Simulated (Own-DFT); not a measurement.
# Which defects push the lattice out? C40 NbSi2

Everything here is calculated. The program is Own-DFT (plane waves, in-house, since retired, never reviewed by a person); positions were held fixed, and spin and spin-orbit coupling were off.

Settings: PBE; PseudoDojo norm-conserving scalar-relativistic files; cutoff 42 hartree; 4 x 4 x 5 k mesh centred on Gamma; cold (Marzari-Vanderbilt) smearing of 0.2 eV.

Limits: forces on such cells failed a check on a denser k mesh; stress not checked against mesh or cutoff.

All runs share one cell, with vectors in Å (0.000, 8.324, 0.000); (-9.613, 0.000, 0.000); (0.000, 0.000, 6.586) and a volume of 527.0 Å³. The atoms are randomly displaced, by u rms on each axis. The defect's site can differ from row to row.

| cell | formula | u (Å) | P (GPa) |
|---|---|---|---|
| no defect | Nb12Si24 | 0.0194 | 1.51 |
| no defect | Nb12Si24 | 0.0212 | 1.56 |
| no defect | Nb12Si24 | 0.0494 | 2.55 |
| one Si vacancy | Nb12Si23 | 0.0312 | 1.16 |
| one Si vacancy | Nb12Si23 | 0.0318 | 0.96 |
| one Si vacancy | Nb12Si23 | 0.0523 | 1.84 |
| two Nb vacancies | Nb10Si24 | 0.0295 | -0.40 |
| two Nb vacancies | Nb10Si24 | 0.0321 | -0.26 |
| two Nb vacancies | Nb10Si24 | 0.0495 | 0.64 |
| two Si on a Nb site each | Nb10Si26 | 0.0289 | ? |
| two Si on a Nb site each | Nb10Si26 | 0.0306 | 1.53 |
| two Si on a Nb site each | Nb10Si26 | 0.0479 | 2.58 |
| two Si on a Nb site each | Nb10Si26 | 0.0489 | 2.55 |
| two Nb on a Si site each | Nb14Si22 | 0.0255 | 7.47 |
| two Nb on a Si site each | Nb14Si22 | 0.0347 | 7.58 |
| two Nb on a Si site each | Nb14Si22 | 0.0474 | 8.89 |

## Worked fit

P = P0 + c u² + a shift for each defect gives P0 = 1.20 GPa, c = 612 ± 68 GPa/Å² and a scatter of 0.20 GPa. The shifts, and each times the cell's volume:

- two Nb on a Si site each: 5.94 ± 0.17 GPa, 19.5 eV (9.8 eV for each of its 2 sites)
- two Si on a Nb site each: -0.13 ± 0.17 GPa, -0.4 eV (-0.2 eV for each of its 2 sites) (not resolved)
- one Si vacancy: -0.85 ± 0.17 GPa, -2.8 eV
- two Nb vacancies: -2.10 ± 0.17 GPa, -6.9 eV (-3.4 eV for each of its 2 sites)

Positive is outwards. The product with the volume (160.2 GPa Å³ to the eV) is nearly free of the cell's size; divided by the bulk modulus at the cell's pressure it gives the volume that the defect adds. The atoms around the defects weren't relaxed, which would change these numbers.

## The run left out

The question: what pressure belongs in the blank (two Si on a Nb site each, u = 0.0289 Å)?

The fitted form gives 1.59 ± 0.24 GPa. Computed: 1.57 GPa.
